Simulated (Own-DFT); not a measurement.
SiC (2H silicon carbide, strained, atoms displaced) (calculated)

All values are calculated (Own-DFT development build). A calculation, not a measurement: plane-wave PBE density functional theory by an unreviewed code, no spin, of a simulated periodic cell, stress positive in tension, free energy of the whole cell less one offset for each atom, forces on such cells passed a denser k mesh, this cell's mesh not checked; offsets are fitted by least squares, one for each functional and potential file, so energies compare only between cells with the same atoms and settings and are not formation energies; the far tail of each file's local potential was reset to the Coulomb form; each entry is a single point on an unrelaxed cell, so the pressure reflects the starting lattice, mostly measured values (interpolated for alloys), from which strain is counted, and rises with the displacements; printed positions are rounded, which can move forces by about a meV/angstrom; the program, named Own-DFT, is a retired in-house code; no spin-orbit coupling.

Common to all runs: functional PBE; potential files PseudoDojo norm-conserving, scalar-relativistic, standard set; wave cutoff 42 hartree; occupations Fermi-Dirac; smearing width 0.1 eV; hardware one NVIDIA H100; k mesh 4 x 4 x 3 centred on Gamma.

```json
{"entry": 1, "formula": "SiC", "kind": "2H silicon carbide, strained, atoms displaced", "structure": {"cell_angstrom": [[9.2726, 0.119, 0.1531], [-4.5332, 8.0589, -0.0396], [0.1667, 0.0464, 10.029]], "atoms_fractional": [["Si", 0.99627, 0.00015, 0.00038], ["Si", 0.11462, 0.22154, 0.25491], ["C", 0.01053, 0.00322, 0.1883], ["C", 0.11624, 0.22434, 0.43319], ["Si", 0.00515, 0.99666, 0.49709], ["Si", 0.1161, 0.2221, 0.7522], ["C", 0.9895, 0.99999, 0.68519], ["C", 0.11638, 0.21586, 0.93581], ["Si", 0.00309, 0.3332, 0.9916], ["Si", 0.10949, 0.55436, 0.26173], ["C", 0.00605, 0.33457, 0.18855], ["C", 0.1003, 0.55501, 0.4332], ["Si", 0.00028, 0.34556, 0.50686], ["Si", 0.12124, 0.55386, 0.74658], ["C", 0.9994, 0.32759, 0.68951], ["C", 0.10967, 0.55834, 0.94139], ["Si", 0.0022, 0.66973, 0.00891], ["Si", 0.10401, 0.88332, 0.24199], ["C", 0.00055, 0.67373, 0.19038], ["C", 0.12035, 0.8943, 0.43113], ["Si", 0.99751, 0.66328, 0.50139], ["Si", 0.1007, 0.8811, 0.75194], ["C", 0.99435, 0.66618, 0.68741], ["C", 0.10167, 0.88116, 0.93722], ["Si", 0.32678, 0.98038, 0.00229], ["Si", 0.44996, 0.21211, 0.24378], ["C", 0.33268, 0.99223, 0.18757], ["C", 0.4417, 0.23377, 0.43998], ["Si", 0.32654, 0.9987, 0.49846], ["Si", 0.44768, 0.2252, 0.74638], ["C", 0.3336, 0.9988, 0.68537], ["C", 0.44903, 0.22481, 0.93328], ["Si", 0.33216, 0.33373, 0.99918], ["Si", 0.43884, 0.55473, 0.25165], ["C", 0.32893, 0.32692, 0.18466], ["C", 0.44818, 0.55403, 0.43084], ["Si", 0.33406, 0.32971, 0.49433], ["Si", 0.43825, 0.55604, 0.75782], ["C", 0.33375, 0.33279, 0.69279], ["C", 0.44959, 0.56708, 0.93221], ["Si", 0.32457, 0.65431, 0.99464], ["Si", 0.44521, 0.88658, 0.26277], ["C", 0.33597, 0.67522, 0.18581], ["C", 0.44797, 0.8811, 0.43897], ["Si", 0.32556, 0.67095, 0.49713], ["Si", 0.44559, 0.88925, 0.75402], ["C", 0.33114, 0.66824, 0.68153], ["C", 0.4431, 0.89067, 0.94871], ["Si", 0.66278, 0.00099, 0.99649], ["Si", 0.78733, 0.21689, 0.25274], ["C", 0.66568, 0.9998, 0.18326], ["C", 0.77582, 0.22699, 0.42708], ["Si", 0.67814, 0.0008, 0.49636], ["Si", 0.77887, 0.22122, 0.7463], ["C", 0.65789, 0.99355, 0.68556], ["C", 0.7748, 0.22239, 0.93847], ["Si", 0.66644, 0.34271, 0.00422], ["Si", 0.78401, 0.56233, 0.2545], ["C", 0.66267, 0.32327, 0.19426], ["C", 0.76568, 0.5495, 0.42224], ["Si", 0.66475, 0.33129, 0.49872], ["Si", 0.78745, 0.56175, 0.74964], ["C", 0.67145, 0.33252, 0.68288], ["C", 0.78378, 0.55837, 0.9433], ["Si", 0.67407, 0.67261, 0.00185], ["Si", 0.78241, 0.88311, 0.24486], ["C", 0.6778, 0.67147, 0.18111], ["C", 0.77505, 0.88502, 0.43745], ["Si", 0.66985, 0.68051, 0.49631], ["Si", 0.78016, 0.88663, 0.75581], ["C", 0.68354, 0.67465, 0.68162], ["C", 0.78262, 0.88984, 0.93384]]}, "results": {"free_energy_of_cell_above_offsets [eV]": "-4.509", "pressure [GPa]": 3.17, "stress_xx [GPa]": -1.42, "stress_yy [GPa]": 3.35, "stress_zz [GPa]": -11.43, "stress_yz [GPa]": 1.5, "stress_xz [GPa]": 6.05, "stress_xy [GPa]": 5.12, "force_element": ["Si", "Si", "C", "C", "Si", "Si", "C", "C", "Si", "Si", "C", "C", "Si", "Si", "C", "C", "Si", "Si", "C", "C", "Si", "Si", "C", "C", "Si", "Si", "C", "C", "Si", "Si", "C", "C", "Si", "Si", "C", "C", "Si", "Si", "C", "C", "Si", "Si", "C", "C", "Si", "Si", "C", "C", "Si", "Si", "C", "C", "Si", "Si", "C", "C", "Si", "Si", "C", "C", "Si", "Si", "C", "C", "Si", "Si", "C", "C", "Si", "Si", "C", "C"], "force_x [eV/angstrom]": [0.793, -0.182, -2.082, -1.068, -1.378, -0.204, 2.217, -1.154, -0.714, 0.369, -0.131, 1.741, 0.846, -2.734, 0.266, 0.795, -0.795, 2.093, 0.949, -0.92, -2.302, 0.632, 2.679, 1.014, -2.618, -2.501, -0.377, 3.98, 1.695, 0.37, -0.897, -0.227, 0.961, 0.928, 1.034, -1.394, -2.667, 1.785, -0.24, 1.066, -0.246, 0.228, -0.1, -0.809, 1.912, -1.084, 0.853, 2.187, 0.548, -1.432, 1.054, 1.552, -2.534, -0.758, 1.67, 0.694, 0.525, -0.726, 1.57, 1.122, -1.208, -1.651, -0.29, -0.144, -0.549, -1.176, -1.236, 2.08, 0.363, -1.25, -1.957, -0.837], "force_y [eV/angstrom]": [-0.012, 0.272, -0.04, -0.095, 0.875, -1.095, 0.494, 0.93, -0.604, 0.25, 0.163, 0.379, -2.653, -0.019, 1.322, -0.835, -0.693, 1.742, -1.994, -1.893, 1.275, 1.504, -0.032, 0.595, 3.579, 0.696, -0.049, -3.7, 1.14, -0.716, -0.194, -0.512, -0.26, -0.115, 1.052, 0.695, 2.352, 0.054, 0.88, -1.469, 2.607, 0.256, -1.799, 2.036, -1.603, 0.057, 0.088, -2.499, 0.231, 0.37, -0.433, -0.911, 0.548, -0.8, 0.94, 0.444, -1.877, -1.838, 2.02, 1.23, 0.7, -1.931, 0.881, 0.258, -0.313, 1.388, -0.995, 1.881, -3.661, 0.163, -0.971, 0.264], "force_z [eV/angstrom]": [0.056, -1.985, -0.417, 2.39, 0.137, -1.087, 0.387, 0.312, 1.611, -5.146, -0.333, 3.642, -1.936, 0.901, 0.287, -1.372, -1.442, 1.496, 0.461, 0.494, -0.942, -0.933, -0.353, 0.656, 0.069, 1.013, 0.708, -1.427, 0.076, 0.382, 0.826, 1.007, -0.369, -1.97, 0.425, 2.222, 1.686, -3.913, -1.287, 2.4, 2.074, -3.733, 0.864, 1.271, -0.446, -0.436, 1.263, -3.084, 0.723, -3.21, 1.41, 3.885, 0.646, 0.883, 0.522, -0.621, -0.099, -4.266, -1.193, 6.092, -1.058, 0.474, 0.608, -0.928, -1.238, 0.097, 1.508, -1.672, 0.321, -2.463, 1.252, 1.819], "wall_time [s]": 372.9}}
{"entry": 2, "formula": "SiC", "kind": "2H silicon carbide, strained, atoms displaced", "structure": {"cell_angstrom": [[9.081, 0.0935, -0.1279], [-4.4596, 8.0808, 0.0347], [-0.1392, -0.0367, 9.9633]], "atoms_fractional": [["Si", 0.00253, 0.00093, 0.00098], ["Si", 0.11276, 0.23108, 0.24194], ["C", 0.99495, 0.99559, 0.18963], ["C", 0.11671, 0.22061, 0.4332], ["Si", 0.00685, 0.00535, 0.50391], ["Si", 0.11516, 0.22583, 0.75247], ["C", 0.99926, 0.0094, 0.69173], ["C", 0.11154, 0.21897, 0.93898], ["Si", 0.99886, 0.32843, 0.00569], ["Si", 0.10601, 0.55968, 0.25355], ["C", 0.00642, 0.33313, 0.18585], ["C", 0.11919, 0.55699, 0.42879], ["Si", 0.01173, 0.33849, 0.5079], ["Si", 0.11575, 0.56796, 0.75178], ["C", 0.98993, 0.3225, 0.67807], ["C", 0.10854, 0.55206, 0.93543], ["Si", 0.99997, 0.65873, 0.99677], ["Si", 0.11524, 0.88548, 0.25334], ["C", 0.99776, 0.67181, 0.18762], ["C", 0.10895, 0.89705, 0.43222], ["Si", 0.98655, 0.65094, 0.49584], ["Si", 0.11604, 0.88848, 0.751], ["C", 0.99973, 0.66518, 0.67408], ["C", 0.12002, 0.89765, 0.94381], ["Si", 0.3323, 0.00448, 0.99431], ["Si", 0.45404, 0.22545, 0.25032], ["C", 0.3316, 0.00639, 0.19654], ["C", 0.44663, 0.22478, 0.43979], ["Si", 0.33198, 0.99516, 0.50524], ["Si", 0.43525, 0.21536, 0.74809], ["C", 0.34318, 0.99983, 0.68647], ["C", 0.44694, 0.22753, 0.93323], ["Si", 0.32954, 0.32509, 0.0051], ["Si", 0.4441, 0.55093, 0.25531], ["C", 0.33123, 0.32495, 0.1827], ["C", 0.44135, 0.55817, 0.44442], ["Si", 0.32925, 0.32451, 0.48979], ["Si", 0.44161, 0.57102, 0.74837], ["C", 0.35131, 0.34626, 0.68707], ["C", 0.46198, 0.56631, 0.94605], ["Si", 0.34325, 0.67597, 0.99899], ["Si", 0.44832, 0.89769, 0.25632], ["C", 0.33392, 0.663, 0.17615], ["C", 0.44027, 0.89588, 0.44043], ["Si", 0.33837, 0.67137, 0.48827], ["Si", 0.44317, 0.90148, 0.7587], ["C", 0.33413, 0.66786, 0.69758], ["C", 0.44672, 0.88952, 0.93575], ["Si", 0.67236, 0.99746, 0.99215], ["Si", 0.76597, 0.22561, 0.2564], ["C", 0.6708, 0.00848, 0.18337], ["C", 0.76892, 0.22166, 0.42845], ["Si", 0.66299, 0.9939, 0.50192], ["Si", 0.77949, 0.23587, 0.7445], ["C", 0.66357, 0.00317, 0.69353], ["C", 0.77622, 0.22716, 0.934], ["Si", 0.66911, 0.32672, 0.9971], ["Si", 0.77009, 0.54413, 0.24351], ["C", 0.66586, 0.3313, 0.19107], ["C", 0.7831, 0.56027, 0.4406], ["Si", 0.66781, 0.32964, 0.49878], ["Si", 0.78171, 0.55412, 0.74726], ["C", 0.66673, 0.33769, 0.68042], ["C", 0.77413, 0.55147, 0.93557], ["Si", 0.66142, 0.66759, 0.00304], ["Si", 0.78085, 0.89086, 0.25752], ["C", 0.66998, 0.66749, 0.19272], ["C", 0.78548, 0.88813, 0.43656], ["Si", 0.67742, 0.67804, 0.50547], ["Si", 0.78087, 0.89642, 0.75176], ["C", 0.66587, 0.66485, 0.68706], ["C", 0.78434, 0.89297, 0.93314]]}, "results": {"free_energy_of_cell_above_offsets [eV]": "-2.382", "pressure [GPa]": 10.01, "stress_xx [GPa]": -16.42, "stress_yy [GPa]": 2.94, "stress_zz [GPa]": -16.56, "stress_yz [GPa]": -1.16, "stress_xz [GPa]": -5.3, "stress_xy [GPa]": 5.35, "force_element": ["Si", "Si", "C", "C", "Si", "Si", "C", "C", "Si", "Si", "C", "C", "Si", "Si", "C", "C", "Si", "Si", "C", "C", "Si", "Si", "C", "C", "Si", "Si", "C", "C", "Si", "Si", "C", "C", "Si", "Si", "C", "C", "Si", "Si", "C", "C", "Si", "Si", "C", "C", "Si", "Si", "C", "C", "Si", "Si", "C", "C", "Si", "Si", "C", "C", "Si", "Si", "C", "C", "Si", "Si", "C", "C", "Si", "Si", "C", "C", "Si", "Si", "C", "C"], "force_x [eV/angstrom]": [-0.454, 2.068, 0.594, -1.904, -0.626, 0.502, 1.721, -0.445, -0.308, 1.936, -3.819, -1.298, -0.612, 0.499, 0.847, 1.21, -1.115, -1.75, 0.207, 1.74, 3.109, -1.131, -0.276, -0.991, 2.113, -2.107, 1.142, 0.824, -1.912, 1.623, -4.1, 0.269, 0.423, -0.261, 0.227, 2.292, 0.448, 5.293, -3.055, -4.632, -0.375, 0.466, -0.903, 2.299, -1.247, 3.84, -3.53, -0.597, -1.106, 4.41, -0.253, 2.257, 0.325, 0.633, -0.163, 2.223, -1.938, 0.643, -1.143, -2.561, -1.107, -1.173, -0.655, 0.596, 3.983, -0.166, -1.066, -1.469, -0.587, 0.108, -0.218, 0.179], "force_y [eV/angstrom]": [-0.135, -3.323, 1.124, -0.011, 0.198, 0.702, -0.905, 0.396, 0.872, -0.648, 1.797, -0.562, -0.647, -2.142, 2.171, -0.088, 1.46, 1.259, -1.33, -1.894, 3.439, 0.216, 0.982, -2.717, 0.784, -1.314, -0.316, -1.085, 1.572, 2.149, 1.026, -1.405, 2.322, 0.678, 1.379, -0.808, 2.614, -3.052, -1.018, -3.024, -1.452, -1.065, 1.02, -1.75, 0.48, -2.845, 2.96, 0.813, 1.42, -1.721, -0.737, -0.687, 1.447, -2.14, 0.584, -1.524, 1.794, 2.805, 0.919, -2.792, 1.503, 0.063, -0.298, 0.299, 1.783, -0.016, -0.036, 0.787, -1.779, -1.303, 1.859, -1.106], "force_z [eV/angstrom]": [0.754, 1.651, -0.346, 0.204, -0.7, -0.794, -0.409, 0.121, -1.873, -3.633, 0.865, 3.157, -4.766, -0.875, 3.821, 0.393, 0.845, -1.242, -0.37, 2.659, -1.142, -0.498, 3.21, -1.885, 2.399, 0.708, -1.98, -0.588, -1.716, -0.358, 0.205, 0.855, -2.13, -1.431, 2.37, -1.451, 2.524, 1.837, -0.407, -2.471, -1.078, -2.557, 4.079, -0.245, 2.562, -1.392, -2.894, 1.629, 1.17, -2.946, 0.996, 3.998, 0.066, 0.5, -0.844, -0.173, 0.391, 1.606, -2.343, -1.89, -0.221, -0.066, 1.319, 0.617, 0.589, -2.546, -0.181, 2.058, -0.983, -1.004, 0.988, 1.281], "wall_time [s]": 353.0}}
{"entry": 3, "formula": "SiC", "kind": "2H silicon carbide, strained, atoms displaced", "structure": {"cell_angstrom": [[9.2245, -0.1259, 0.1131], [-4.7212, 8.035, 0.0425], [0.1231, 0.1246, 9.9388]], "atoms_fractional": [["Si", 8e-05, 0.996, 0.99262], ["Si", 0.10226, 0.2149, 0.24662], ["C", 0.00458, 0.99498, 0.17822], ["C", 0.09622, 0.21592, 0.45249], ["Si", 0.99719, 0.00235, 0.50293], ["Si", 0.12036, 0.23253, 0.75967], ["C", 0.00274, 0.99564, 0.67772], ["C", 0.112, 0.22344, 0.93379], ["Si", 0.004, 0.3386, 0.99817], ["Si", 0.11613, 0.5531, 0.25484], ["C", 0.00642, 0.33967, 0.18696], ["C", 0.11207, 0.56167, 0.43426], ["Si", 0.00976, 0.33955, 0.49699], ["Si", 0.12099, 0.56069, 0.74563], ["C", 0.99772, 0.32557, 0.68258], ["C", 0.11095, 0.56021, 0.94377], ["Si", 0.99441, 0.66474, 0.99397], ["Si", 0.11636, 0.88607, 0.24772], ["C", 0.99241, 0.65992, 0.1911], ["C", 0.10555, 0.88316, 0.43507], ["Si", 0.99862, 0.65753, 0.49493], ["Si", 0.10298, 0.88309, 0.75323], ["C", 0.99863, 0.66799, 0.69394], ["C", 0.11641, 0.88413, 0.93648], ["Si", 0.3301, 0.00391, 0.99373], ["Si", 0.45006, 0.22635, 0.25012], ["C", 0.33842, 3e-05, 0.17881], ["C", 0.43074, 0.21332, 0.43179], ["Si", 0.33574, 0.99764, 0.50379], ["Si", 0.44568, 0.2251, 0.74851], ["C", 0.32269, 0.99986, 0.68611], ["C", 0.44998, 0.23077, 0.941], ["Si", 0.32679, 0.3309, 0.00764], ["Si", 0.45562, 0.55918, 0.24509], ["C", 0.34568, 0.34181, 0.19332], ["C", 0.44419, 0.55366, 0.44499], ["Si", 0.33759, 0.34281, 0.5023], ["Si", 0.43408, 0.55241, 0.75303], ["C", 0.33381, 0.32839, 0.68894], ["C", 0.44258, 0.5388, 0.94168], ["Si", 0.32968, 0.66901, 0.99681], ["Si", 0.45775, 0.89092, 0.24953], ["C", 0.32432, 0.65776, 0.18628], ["C", 0.44225, 0.88538, 0.44008], ["Si", 0.32951, 0.66685, 0.50258], ["Si", 0.44219, 0.8823, 0.76015], ["C", 0.33226, 0.66099, 0.69735], ["C", 0.44327, 0.90057, 0.93445], ["Si", 0.67718, 0.9961, 0.00066], ["Si", 0.78261, 0.22506, 0.24993], ["C", 0.64821, 0.99033, 0.19488], ["C", 0.76745, 0.22068, 0.4369], ["Si", 0.66587, 0.00524, 0.50023], ["Si", 0.78518, 0.22164, 0.74939], ["C", 0.66277, 0.00518, 0.69471], ["C", 0.7789, 0.21388, 0.94223], ["Si", 0.66536, 0.33012, 0.00685], ["Si", 0.78363, 0.56081, 0.24931], ["C", 0.66728, 0.33438, 0.187], ["C", 0.77316, 0.55189, 0.44176], ["Si", 0.67126, 0.33377, 0.49923], ["Si", 0.77909, 0.56517, 0.75944], ["C", 0.67801, 0.34022, 0.67638], ["C", 0.77142, 0.55061, 0.93524], ["Si", 0.66858, 0.66674, 0.00581], ["Si", 0.78063, 0.88756, 0.23856], ["C", 0.67029, 0.66527, 0.18111], ["C", 0.77431, 0.8867, 0.43967], ["Si", 0.6695, 0.66317, 0.50401], ["Si", 0.78121, 0.88965, 0.75592], ["C", 0.66259, 0.66111, 0.67684], ["C", 0.77703, 0.89109, 0.93587]]}, "results": {"stress_zz [GPa]": null}}
```

Questions
1. Give the missing stress zz for SiC (2H silicon carbide, strained, atoms displaced) (entry 3).
2. Give the table of force values for SiC (2H silicon carbide, strained, atoms displaced) (entry 3).

Answers
1. -17.84 GPa
2. 
Force:
```
element  x (eV/Å)  y (eV/Å)  z (eV/Å)
     Si      0.76     0.422     0.107
     Si     1.462     0.921     1.473
      C    -0.528     0.796     0.647
      C      2.33     1.726    -3.559
     Si     0.541    -2.347    -2.074
     Si    -0.721    -2.123    -4.498
      C    -0.791     0.613     5.088
      C    -0.299    -0.225     3.145
     Si    -0.343    -0.623     0.164
     Si    -2.154     0.374    -1.741
      C     0.135    -1.607     0.169
      C     1.312    -1.327     1.587
     Si    -2.607    -1.048     0.433
     Si    -4.067      -2.2     1.742
      C     1.654     2.352     1.305
      C    -0.032    -0.679    -1.915
     Si     0.546    -0.575     1.727
     Si    -0.122    -0.105     0.169
      C     2.797     1.393     -1.53
      C     0.394     0.595     0.466
     Si    -2.203     2.122     1.592
     Si     0.484     0.979    -1.897
      C     1.431    -0.723    -1.303
      C    -2.565     0.583    -0.024
     Si     1.526     0.729     0.959
     Si    -0.968    -1.744    -0.513
      C     0.156     0.237     1.505
      C     1.132      1.58     1.906
     Si     -1.73    -0.316    -1.395
     Si     1.265    -0.207    -0.083
      C     2.167    -0.154     1.531
      C    -0.953    -0.983    -0.744
     Si     1.591    -1.017    -0.259
     Si    -2.702    -0.372     1.735
      C    -1.513    -1.816    -0.332
      C     -0.43     1.914    -1.849
     Si    -0.125    -3.552    -0.316
     Si     3.205    -0.973     -0.13
      C    -0.228      1.58     0.145
      C    -1.495     4.028    -0.697
     Si     1.144     0.165     0.819
     Si    -8.653    -4.527     2.053
      C     2.979     2.097     0.037
      C     0.118     0.543     0.039
     Si     1.529     0.041    -0.088
     Si    -1.211      1.66    -3.064
      C       0.8     1.887     -2.04
      C     1.962     -1.71     2.525
     Si    -3.992     0.622     0.651
     Si    -1.371     -0.57    -0.112
      C     9.368     4.634    -3.954
      C     2.381     0.904    -0.507
     Si     0.691    -1.592     0.745
     Si    -2.478     0.368     0.347
      C     1.515    -1.379    -0.997
      C    -0.283     1.891    -0.263
     Si     0.467    -0.379    -1.788
     Si    -1.602    -1.896     1.197
      C     1.392     0.743     1.144
      C     0.575     0.411    -1.629
     Si    -2.265    -0.634    -1.202
     Si    -0.266    -2.148    -4.082
      C    -0.483    -0.452      4.09
      C     0.291     0.816     2.457
     Si    -0.476    -1.209    -3.174
     Si    -0.807     0.102     2.733
      C     0.736      1.04     2.172
      C     0.006     0.388    -1.208
     Si    -0.794      0.78    -2.704
     Si    -0.918    -0.228    -3.856
      C    -0.303     1.062     5.685
      C     1.635     -1.66     1.235
```

Further results for SiC (2H silicon carbide, strained, atoms displaced) (entry 3):

* free energy of cell above offsets: -2.459 eV
* pressure: 11.14 GPa
* stress xx: -7.62 GPa
* stress yy: -7.96 GPa
* stress yz: 5.13 GPa
* stress xz: 5.56 GPa
* stress xy: -6.99 GPa
* wall time: 349.3 s
